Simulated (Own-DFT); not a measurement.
AlN (wurtzite, strained, atoms displaced) (calculated)

All values are calculated (Own-DFT development build). A calculation, not a measurement: plane-wave PBE density functional theory by an unreviewed code, no spin, of a simulated periodic cell, stress positive in tension, free energy of the whole cell less one offset for each atom, forces on such cells passed a denser k mesh, this cell's mesh not checked; offsets are fitted by least squares, one for each functional and potential file, so energies compare only between cells with the same atoms and settings and are not formation energies; the far tail of each file's local potential was reset to the Coulomb form; each entry is a single point on an unrelaxed cell, so the pressure reflects the starting lattice, mostly measured values (interpolated for alloys), from which strain is counted, and rises with the displacements; printed positions are rounded, which can move forces by about a meV/angstrom; the program, named Own-DFT, is a retired in-house code; no spin-orbit coupling.

Settings shared by all entries: functional PBE; potential files PseudoDojo norm-conserving, scalar-relativistic, standard set; wave cutoff 42 hartree; occupations Fermi-Dirac; smearing width 0.1 eV; hardware one NVIDIA H100; k mesh 2 x 2 x 2 centred on Gamma.

```json
{"entry": 1, "formula": "AlN", "kind": "wurtzite, strained, atoms displaced", "structure": {"cell_angstrom": [[12.4675, -0.0905, -0.0582], [-6.3121, 10.7785, 0.1704], [-0.0466, 0.1306, 9.7844]], "atoms_fractional": [["Al", 0.08665, 0.17167, 0.00118], ["Al", 0.17035, 0.08949, 0.2379], ["N", 0.08464, 0.16904, 0.1998], ["N", 0.17352, 0.08455, 0.43387], ["Al", 0.08518, 0.16314, 0.50907], ["Al", 0.16575, 0.07963, 0.74643], ["N", 0.0834, 0.17056, 0.68794], ["N", 0.1661, 0.08638, 0.94224], ["Al", 0.08163, 0.41512, 0.99346], ["Al", 0.16298, 0.32491, 0.26264], ["N", 0.07955, 0.41869, 0.19092], ["N", 0.16843, 0.32625, 0.44112], ["Al", 0.08323, 0.41172, 0.49877], ["Al", 0.16724, 0.33075, 0.75067], ["N", 0.08509, 0.41894, 0.68927], ["N", 0.15876, 0.33262, 0.9397], ["Al", 0.08862, 0.67024, 0.00527], ["Al", 0.16436, 0.57673, 0.25187], ["N", 0.07903, 0.66543, 0.18903], ["N", 0.16842, 0.58922, 0.43587], ["Al", 0.08687, 0.67137, 0.50843], ["Al", 0.16231, 0.58152, 0.75237], ["N", 0.0873, 0.66799, 0.69658], ["N", 0.17256, 0.58847, 0.94042], ["Al", 0.08349, 0.92286, 0.99928], ["Al", 0.16452, 0.8333, 0.24796], ["N", 0.07768, 0.91605, 0.18868], ["N", 0.17101, 0.82576, 0.43777], ["Al", 0.085, 0.91914, 0.49652], ["Al", 0.1696, 0.83439, 0.7428], ["N", 0.08796, 0.91665, 0.68737], ["N", 0.15986, 0.83478, 0.93293], ["Al", 0.33211, 0.1645, 0.00218], ["Al", 0.41084, 0.08199, 0.25363], ["N", 0.33128, 0.16265, 0.19671], ["N", 0.41695, 0.08781, 0.4521], ["Al", 0.32541, 0.157, 0.50332], ["Al", 0.42709, 0.09187, 0.74505], ["N", 0.33916, 0.17302, 0.69582], ["N", 0.41504, 0.08167, 0.9398], ["Al", 0.33102, 0.41437, 0.9974], ["Al", 0.41556, 0.32773, 0.261], ["N", 0.33626, 0.41436, 0.18944], ["N", 0.41892, 0.32926, 0.43802], ["Al", 0.33633, 0.41914, 0.50441], ["Al", 0.4125, 0.33529, 0.74632], ["N", 0.33345, 0.41916, 0.68585], ["N", 0.41923, 0.34071, 0.93279], ["Al", 0.32722, 0.66261, 0.00178], ["Al", 0.42128, 0.5844, 0.24748], ["N", 0.3244, 0.66272, 0.18577], ["N", 0.41647, 0.57772, 0.44388], ["Al", 0.33385, 0.67628, 0.49646], ["Al", 0.42279, 0.58698, 0.74639], ["N", 0.33103, 0.66294, 0.6952], ["N", 0.42226, 0.58987, 0.93907], ["Al", 0.33062, 0.91771, 0.99658], ["Al", 0.42385, 0.83919, 0.24129], ["N", 0.32192, 0.91858, 0.18544], ["N", 0.4117, 0.83225, 0.43279], ["Al", 0.32896, 0.92166, 0.49242], ["Al", 0.42247, 0.8403, 0.7522], ["N", 0.33243, 0.92835, 0.69293], ["N", 0.41556, 0.82941, 0.94593], ["Al", 0.58095, 0.16848, 0.00509], ["Al", 0.66192, 0.08087, 0.24879], ["N", 0.58429, 0.16901, 0.18553], ["N", 0.67535, 0.07677, 0.43048], ["Al", 0.57431, 0.16079, 0.49894], ["Al", 0.66508, 0.08288, 0.75315], ["N", 0.57683, 0.16536, 0.69618], ["N", 0.66561, 0.08128, 0.94419], ["Al", 0.58234, 0.41664, 0.00435], ["Al", 0.66969, 0.33515, 0.25072], ["N", 0.58962, 0.41835, 0.19561], ["N", 0.65531, 0.32488, 0.4362], ["Al", 0.58405, 0.41581, 0.50838], ["Al", 0.66748, 0.33236, 0.74491], ["N", 0.57364, 0.41071, 0.69812], ["N", 0.66004, 0.31955, 0.93757], ["Al", 0.59112, 0.67102, 0.01337], ["Al", 0.66315, 0.58517, 0.24928], ["N", 0.5908, 0.6622, 0.1883], ["N", 0.66496, 0.58435, 0.43886], ["Al", 0.58536, 0.66384, 0.49639], ["Al", 0.67514, 0.58745, 0.7467], ["N", 0.58938, 0.65267, 0.69083], ["N", 0.65815, 0.5807, 0.94611], ["Al", 0.58384, 0.91731, 0.99503], ["Al", 0.67396, 0.83781, 0.25445], ["N", 0.59102, 0.91569, 0.19574], ["N", 0.67174, 0.83347, 0.44558], ["Al", 0.58016, 0.91883, 0.5068], ["Al", 0.66461, 0.83889, 0.75229], ["N", 0.58535, 0.91809, 0.68237], ["N", 0.67094, 0.83289, 0.94088], ["Al", 0.83791, 0.16555, 0.99687], ["Al", 0.91416, 0.08031, 0.24702], ["N", 0.82702, 0.16689, 0.1868], ["N", 0.91227, 0.08029, 0.43948], ["Al", 0.83296, 0.16543, 0.49946], ["Al", 0.91554, 0.08614, 0.74874], ["N", 0.8359, 0.16715, 0.68353], ["N", 0.92994, 0.0989, 0.94482], ["Al", 0.83712, 0.41591, 0.99874], ["Al", 0.92128, 0.33341, 0.25654], ["N", 0.83589, 0.41621, 0.18746], ["N", 0.9177, 0.33521, 0.43984], ["Al", 0.83749, 0.41365, 0.49543], ["Al", 0.91596, 0.33248, 0.74683], ["N", 0.83389, 0.40897, 0.67939], ["N", 0.90897, 0.32797, 0.9396], ["Al", 0.83284, 0.66452, 0.00093], ["Al", 0.91207, 0.5781, 0.2572], ["N", 0.83454, 0.66745, 0.18903], ["N", 0.91941, 0.58547, 0.43627], ["Al", 0.8214, 0.66373, 0.4966], ["Al", 0.92411, 0.58907, 0.75307], ["N", 0.8311, 0.66966, 0.69578], ["N", 0.92264, 0.58933, 0.94376], ["Al", 0.83493, 0.92004, 0.99805], ["Al", 0.91266, 0.82418, 0.25182], ["N", 0.82391, 0.91232, 0.18855], ["N", 0.92132, 0.83482, 0.43957], ["Al", 0.83463, 0.91717, 0.49794], ["Al", 0.91255, 0.82704, 0.74713], ["N", 0.83346, 0.91858, 0.68318], ["N", 0.91986, 0.82707, 0.95039]]}, "results": {"free_energy_of_cell_above_offsets [eV]": "-50.121", "pressure [GPa]": 10.6, "stress_xx [GPa]": -6.87, "stress_yy [GPa]": -8.67, "stress_zz [GPa]": -16.27, "stress_yz [GPa]": 3.75, "stress_xz [GPa]": -1.28, "stress_xy [GPa]": -3.7, "force_element": ["Al", "Al", "N", "N", "Al", "Al", "N", "N", "Al", "Al", "N", "N", "Al", "Al", "N", "N", "Al", "Al", "N", "N", "Al", "Al", "N", "N", "Al", "Al", "N", "N", "Al", "Al", "N", "N", "Al", "Al", "N", "N", "Al", "Al", "N", "N", "Al", "Al", "N", "N", "Al", "Al", "N", "N", "Al", "Al", "N", "N", "Al", "Al", "N", "N", "Al", "Al", "N", "N", "Al", "Al", "N", "N", "Al", "Al", "N", "N", "Al", "Al", "N", "N", "Al", "Al", "N", "N", "Al", "Al", "N", "N", "Al", "Al", "N", "N", "Al", "Al", "N", "N", "Al", "Al", "N", "N", "Al", "Al", "N", "N", "Al", "Al", "N", "N", "Al", "Al", "N", "N", "Al", "Al", "N", "N", "Al", "Al", "N", "N", "Al", "Al", "N", "N", "Al", "Al", "N", "N", "Al", "Al", "N", "N", "Al", "Al", "N", "N"], "force_x [eV/angstrom]": [1.057, -0.987, -0.468, -2.063, -0.401, 0.337, 0.675, -0.262, -0.865, 0.175, 1.867, -0.879, 0.502, -0.439, -0.041, 1.637, -0.471, -1.307, 0.645, -0.043, 0.049, 1.622, -0.519, -2.213, 0.882, -1.179, 0.719, -2.366, 0.759, -0.39, -1.474, 1.17, 0.739, 1.298, 0.608, -0.806, 0.971, -4.421, -1.111, -0.082, 0.337, 0.285, -0.671, -0.874, 0.433, -0.057, -0.473, -0.466, 2.393, -0.98, 2.165, -0.671, 0.746, 0.019, 0.119, -0.366, -0.364, -1.567, 2.83, 0.513, 1.827, -1.731, 2.287, -0.411, 0.366, 0.682, -0.747, -2.907, 2.765, 0.067, 4.734, 0.189, 0.291, 0.066, -1.183, 1.595, -0.462, -0.556, 2.925, 0.179, -1.103, 3.271, -3.372, -0.113, -0.895, -1.145, -3.626, 2.274, 0.595, -1.724, -1.49, -1.519, 0.995, 2.113, -0.675, -1.103, -1.794, -0.797, 1.664, 1.154, 0.635, 0.853, -1.076, -1.161, -1.29, -1.541, -0.084, 0.776, -1.75, 0.518, -1.113, 1.176, -0.318, 0.432, -0.373, -0.87, 3.062, -1.094, 2.798, -0.381, 1.233, -0.346, 3.264, -1.072, 0.463, 0.224, 0.26, -2.184], "force_y [eV/angstrom]": [0.069, -2.183, -0.914, -0.786, -0.609, 0.97, -1.223, 0.555, 0.621, 2.349, -1.365, 1.04, 1.331, 1.279, -0.762, 0.644, 0.115, 1.546, 0.038, -1.317, -2.142, 0.153, 0.169, -1.624, -1.609, -1.363, 0.765, 2.081, -0.716, 0.284, -0.176, 0.334, 1.062, 0.148, 1.386, -1.474, 2.827, -1.804, -1.488, 0.799, 1.178, 1.114, -0.28, 0.318, -1.655, -0.076, -0.265, -1.668, 0.27, -0.691, 1.054, 2.389, -2.771, -0.459, 1.841, -0.472, -0.623, -1.369, 0.559, 2.639, -1.079, -1.463, -1.362, 1.434, -2.29, 0.6, -0.98, 0.822, 1.118, 0.914, 1.134, 0.399, -0.633, -0.404, -0.47, 1.213, -0.698, 0.146, 1.632, 4.242, -1.096, -1.88, 2.37, -1.267, 0.403, -3.211, 3.387, 0.799, -0.89, -1.859, -0.089, -0.608, -1.089, -2.062, 0.434, 1.068, 0.17, 0.248, 0.121, 1.154, -0.109, -0.478, -0.198, -3.144, -0.102, -0.757, -0.192, -0.873, 0.519, -0.232, 1.699, 1.27, -1.004, 0.823, -1.353, -0.139, 0.92, -1.137, -1.08, -1.514, -0.237, 1.69, 1.443, -0.545, -0.181, 2.44, 0.055, 1.996], "force_z [eV/angstrom]": [0.915, 1.532, -1.78, 0.535, -3.166, 0.595, 2.004, -0.189, 1.052, -2.94, -0.265, 2.278, -0.205, -0.573, 0.457, -0.056, -1.028, -0.741, 1.269, 1.884, -1.647, -0.337, -0.727, -0.072, -0.005, -0.379, 0.855, 0.314, -0.605, 1.354, -0.11, 0.977, -1.07, -0.538, -1.26, -2.322, 0.664, 2.198, -0.748, 0.199, 0.013, -2.959, 0.708, 3.278, -1.765, 0.469, 1.832, 1.962, -0.92, -0.147, 1.65, -0.989, 0.796, 0.517, -0.975, 0.896, -0.724, -0.204, 0.808, 0.666, 1.397, -0.232, -1.094, -0.429, -1.432, -1.424, 2.837, 2.409, 0.447, -0.469, -2.29, -0.73, -0.806, -0.931, -0.215, 1.701, -1.254, 0.662, -1.031, -0.238, -4.257, 0.046, 2.88, 0.115, 0.995, 2.759, -1.058, -0.702, 1.441, 0.654, -1.423, -0.142, -4.307, -1.074, 3.554, -0.176, 1.009, 0.144, 0.68, 0.194, -1.332, -0.121, 1.865, -1.295, -0.167, -2.277, 1.262, 0.842, -0.909, 0.094, 1.967, -0.837, 0.037, -2.931, 1.187, 3.142, 0.411, -0.299, -1.783, -0.665, 0.034, -1.069, -0.275, 0.714, -0.53, 1.099, 2.545, -2.152], "wall_time [s]": 366.6}}
{"entry": 2, "formula": "AlN", "kind": "wurtzite, strained, atoms displaced", "structure": {"cell_angstrom": [[12.3761, 0.1737, -0.0288], [-6.0377, 10.53, 0.0168], [-0.023, 0.0022, 10.0842]], "atoms_fractional": [["Al", 0.07874, 0.16168, 0.00103], ["Al", 0.16406, 0.07936, 0.2479], ["N", 0.07934, 0.16705, 0.18092], ["N", 0.16878, 0.08238, 0.44343], ["Al", 0.08131, 0.16997, 0.50323], ["Al", 0.1701, 0.08854, 0.75402], ["N", 0.09561, 0.17382, 0.69379], ["N", 0.17413, 0.09576, 0.93705], ["Al", 0.07746, 0.42707, 0.99596], ["Al", 0.17125, 0.336, 0.24862], ["N", 0.08713, 0.41588, 0.19509], ["N", 0.17039, 0.33229, 0.44669], ["Al", 0.08107, 0.42689, 0.50122], ["Al", 0.17227, 0.33101, 0.74953], ["N", 0.08036, 0.41682, 0.69422], ["N", 0.16438, 0.33111, 0.94229], ["Al", 0.08692, 0.67147, 0.00132], ["Al", 0.16574, 0.58188, 0.25614], ["N", 0.07584, 0.66009, 0.18253], ["N", 0.17674, 0.58397, 0.44141], ["Al", 0.0774, 0.66571, 0.50321], ["Al", 0.15399, 0.57746, 0.74858], ["N", 0.08708, 0.67856, 0.69224], ["N", 0.16613, 0.5876, 0.94905], ["Al", 0.08944, 0.91179, 0.00699], ["Al", 0.17538, 0.8437, 0.24616], ["N", 0.09118, 0.92367, 0.18858], ["N", 0.16478, 0.83404, 0.44432], ["Al", 0.08368, 0.91451, 0.49962], ["Al", 0.17305, 0.83227, 0.74339], ["N", 0.08536, 0.91137, 0.69365], ["N", 0.16917, 0.8306, 0.95178], ["Al", 0.33258, 0.16936, 0.99671], ["Al", 0.41773, 0.07679, 0.24784], ["N", 0.3329, 0.16591, 0.19363], ["N", 0.41634, 0.08505, 0.43334], ["Al", 0.32542, 0.16849, 0.50658], ["Al", 0.41573, 0.08416, 0.76111], ["N", 0.33029, 0.1665, 0.69086], ["N", 0.41926, 0.08657, 0.94575], ["Al", 0.33648, 0.42425, 0.99399], ["Al", 0.42678, 0.33981, 0.24941], ["N", 0.33924, 0.42238, 0.18248], ["N", 0.41897, 0.33159, 0.43934], ["Al", 0.33625, 0.41949, 0.50381], ["Al", 0.42127, 0.33394, 0.75125], ["N", 0.3368, 0.40971, 0.68859], ["N", 0.41882, 0.32743, 0.93161], ["Al", 0.34465, 0.67172, 0.00166], ["Al", 0.41545, 0.58089, 0.24123], ["N", 0.33461, 0.66434, 0.18233], ["N", 0.41828, 0.58479, 0.44837], ["Al", 0.33422, 0.66171, 0.49619], ["Al", 0.41703, 0.57872, 0.74855], ["N", 0.34177, 0.66833, 0.68939], ["N", 0.41947, 0.59381, 0.93684], ["Al", 0.33152, 0.91566, 0.0094], ["Al", 0.42231, 0.83934, 0.24625], ["N", 0.33662, 0.91369, 0.19155], ["N", 0.41841, 0.84127, 0.43518], ["Al", 0.33461, 0.91556, 0.49587], ["Al", 0.40834, 0.83122, 0.74682], ["N", 0.33398, 0.9188, 0.68801], ["N", 0.40058, 0.82731, 0.94443], ["Al", 0.58775, 0.17023, 0.99878], ["Al", 0.67106, 0.08443, 0.25449], ["N", 0.59285, 0.16251, 0.19182], ["N", 0.67546, 0.08985, 0.44032], ["Al", 0.57942, 0.1596, 0.49348], ["Al", 0.66847, 0.081, 0.74211], ["N", 0.58377, 0.15737, 0.68662], ["N", 0.67235, 0.07924, 0.9513], ["Al", 0.57742, 0.41819, 0.99933], ["Al", 0.66693, 0.33956, 0.2486], ["N", 0.5831, 0.41922, 0.1971], ["N", 0.67236, 0.33947, 0.43356], ["Al", 0.58426, 0.41232, 0.50031], ["Al", 0.66664, 0.34064, 0.75495], ["N", 0.5804, 0.413, 0.69836], ["N", 0.66846, 0.3405, 0.9417], ["Al", 0.58231, 0.67113, 0.00713], ["Al", 0.66375, 0.58014, 0.24578], ["N", 0.58188, 0.66013, 0.18861], ["N", 0.67697, 0.58857, 0.44105], ["Al", 0.57494, 0.66091, 0.49963], ["Al", 0.66743, 0.58764, 0.74942], ["N", 0.57727, 0.66026, 0.69382], ["N", 0.67003, 0.57866, 0.94366], ["Al", 0.59299, 0.92075, 0.99772], ["Al", 0.67023, 0.83559, 0.24422], ["N", 0.58733, 0.92237, 0.19209], ["N", 0.66896, 0.83723, 0.44099], ["Al", 0.57718, 0.91034, 0.50751], ["Al", 0.66581, 0.83103, 0.75131], ["N", 0.5898, 0.92251, 0.68387], ["N", 0.6537, 0.83062, 0.93561], ["Al", 0.83115, 0.16231, 0.99804], ["Al", 0.91406, 0.08478, 0.249], ["N", 0.83608, 0.16481, 0.18654], ["N", 0.92469, 0.08556, 0.44637], ["Al", 0.83919, 0.16829, 0.50188], ["Al", 0.92309, 0.08695, 0.75194], ["N", 0.83432, 0.16645, 0.6901], ["N", 0.91488, 0.08484, 0.93825], ["Al", 0.83444, 0.41894, 0.00805], ["Al", 0.92318, 0.33073, 0.24333], ["N", 0.8294, 0.42007, 0.19613], ["N", 0.91403, 0.33053, 0.44397], ["Al", 0.82802, 0.41606, 0.50608], ["Al", 0.92445, 0.33449, 0.74905], ["N", 0.8365, 0.41006, 0.68988], ["N", 0.91845, 0.33876, 0.93343], ["Al", 0.82985, 0.67071, 0.00936], ["Al", 0.91516, 0.57774, 0.24888], ["N", 0.82836, 0.66197, 0.19675], ["N", 0.91194, 0.58492, 0.4412], ["Al", 0.82702, 0.66884, 0.49146], ["Al", 0.91236, 0.57983, 0.75024], ["N", 0.83011, 0.6568, 0.69773], ["N", 0.91887, 0.58385, 0.94559], ["Al", 0.83907, 0.91812, 0.99772], ["Al", 0.91962, 0.83577, 0.25481], ["N", 0.83854, 0.92379, 0.19766], ["N", 0.91195, 0.8348, 0.43505], ["Al", 0.83447, 0.90625, 0.49962], ["Al", 0.915, 0.82967, 0.74857], ["N", 0.83063, 0.91676, 0.68074], ["N", 0.9161, 0.83218, 0.94534]]}, "results": {"free_energy_of_cell_above_offsets [eV]": "-50.212", "pressure [GPa]": 8.67, "stress_xx [GPa]": -11.0, "stress_yy [GPa]": -13.15, "stress_zz [GPa]": -1.86, "stress_yz [GPa]": -0.33, "stress_xz [GPa]": -0.88, "stress_xy [GPa]": 4.81, "force_element": ["Al", "Al", "N", "N", "Al", "Al", "N", "N", "Al", "Al", "N", "N", "Al", "Al", "N", "N", "Al", "Al", "N", "N", "Al", "Al", "N", "N", "Al", "Al", "N", "N", "Al", "Al", "N", "N", "Al", "Al", "N", "N", "Al", "Al", "N", "N", "Al", "Al", "N", "N", "Al", "Al", "N", "N", "Al", "Al", "N", "N", "Al", "Al", "N", "N", "Al", "Al", "N", "N", "Al", "Al", "N", "N", "Al", "Al", "N", "N", "Al", "Al", "N", "N", "Al", "Al", "N", "N", "Al", "Al", "N", "N", "Al", "Al", "N", "N", "Al", "Al", "N", "N", "Al", "Al", "N", "N", "Al", "Al", "N", "N", "Al", "Al", "N", "N", "Al", "Al", "N", "N", "Al", "Al", "N", "N", "Al", "Al", "N", "N", "Al", "Al", "N", "N", "Al", "Al", "N", "N", "Al", "Al", "N", "N", "Al", "Al", "N", "N"], "force_x [eV/angstrom]": [0.042, -0.005, 0.651, -1.475, 1.701, 0.807, -2.372, -0.166, 2.35, 0.772, -1.085, -0.683, 1.117, -0.708, 1.774, -0.096, -0.873, 0.197, 0.877, -2.58, 0.407, 2.01, -0.287, 1.422, -1.876, -0.187, -1.156, 1.242, -1.06, -0.631, -1.621, 0.05, 0.372, 0.012, 0.231, -0.268, 2.036, 0.798, 1.041, 0.249, -0.474, -2.114, 0.048, -0.353, 0.153, -0.195, -1.317, -1.108, -3.575, 0.162, -0.599, 0.19, -0.433, -0.6, -2.024, 2.352, 0.062, 1.387, -1.297, 1.235, -1.483, 1.903, -0.223, 2.806, 0.352, 1.265, -3.201, -0.114, 0.119, 0.786, -2.27, -1.798, 1.072, 1.31, 0.164, -0.681, -0.421, 2.433, -0.075, 0.496, 0.804, 1.032, -0.955, -4.271, 2.456, 0.611, 0.593, -1.902, -3.909, -0.224, 0.351, -0.013, 0.972, -0.391, -0.942, 4.085, 0.283, 1.889, -1.15, -1.135, -0.536, -0.261, 0.797, 1.242, -0.429, -1.562, 1.641, 0.555, 0.967, -1.668, -1.772, -0.449, 1.566, -0.165, 0.192, 1.429, 2.901, 1.733, -1.663, -0.538, -1.62, 0.154, -0.149, 3.67, -3.655, 0.601, 0.992, 0.873], "force_y [eV/angstrom]": [1.52, 3.206, -0.289, -0.34, -0.461, -1.629, -1.981, -2.775, -1.946, -0.979, 0.629, 1.551, -3.007, 1.851, 0.032, 1.314, -1.833, 0.74, 1.403, 0.846, 0.411, 2.174, -4.323, 0.478, 1.563, -2.663, -2.266, -0.642, 0.811, 2.339, 1.035, 1.755, -0.357, 2.406, 0.271, -0.422, -0.356, 0.11, -0.027, -0.647, -1.471, -2.137, -1.619, 1.107, -1.292, -1.155, 1.401, 2.155, -0.873, 1.068, 0.803, -1.123, 2.468, 0.203, -1.018, -2.111, 0.675, -1.651, 0.419, -2.111, 1.296, 0.381, 0.339, 2.313, -0.395, 0.194, 1.629, -1.442, 1.311, 1.049, 1.915, 1.678, -0.703, -1.994, -0.471, -1.412, 0.757, -2.099, 1.584, -0.876, -1.307, 1.14, 1.675, -2.405, 1.798, -1.418, 1.193, 1.97, -0.601, -0.246, -1.424, -1.515, 1.672, 0.24, -2.49, -0.448, 2.016, 0.958, 0.702, -1.128, -0.842, -0.287, 0.112, -1.004, 0.111, 0.298, -2.056, 1.827, -0.188, -1.507, 1.221, -1.21, -1.562, 1.908, 1.477, -0.112, 0.499, -0.385, 2.07, 0.697, 0.313, -0.505, -2.065, -0.955, 3.151, 0.207, -0.539, 0.646], "force_z [eV/angstrom]": [-0.617, 1.127, 2.077, -0.806, 0.214, -0.309, -1.049, 0.64, 1.018, 0.303, -0.929, -1.031, 0.191, 1.227, -1.407, -0.548, 0.114, -1.667, 2.481, -0.251, -0.517, 1.585, -1.083, -2.203, -1.622, 1.177, 0.251, -1.527, 0.977, 2.16, -0.277, -1.929, 1.724, 0.223, -0.993, 0.862, -1.002, -1.73, 0.423, 0.107, -0.048, 0.724, 0.348, 0.163, -0.499, -0.427, 0.448, 1.469, -0.072, 1.564, 2.141, -2.518, 1.492, 0.405, -0.759, -0.439, -1.129, 0.495, -0.129, -0.024, 0.743, 1.333, -0.33, -1.623, 0.735, 0.449, -0.85, 0.144, 0.546, 1.428, 0.554, -2.726, 0.506, 0.478, -2.24, 0.999, 0.371, -0.186, -2.011, 0.472, -1.646, 1.783, 0.326, -0.813, 0.398, 0.97, -0.984, -0.326, 1.802, 1.68, -1.014, -0.538, -2.199, -1.133, 1.896, 0.057, 0.43, 1.557, -0.223, -1.178, 0.331, -1.006, 0.368, -0.395, -0.863, 1.571, -1.269, -1.052, -0.95, 0.385, 0.281, 1.506, -0.527, 0.903, -0.437, 0.077, 1.916, 1.442, -1.897, -0.644, 0.884, -1.29, -1.985, 0.267, 0.155, 0.361, 2.362, -0.723], "wall_time [s]": 376.4}}
```
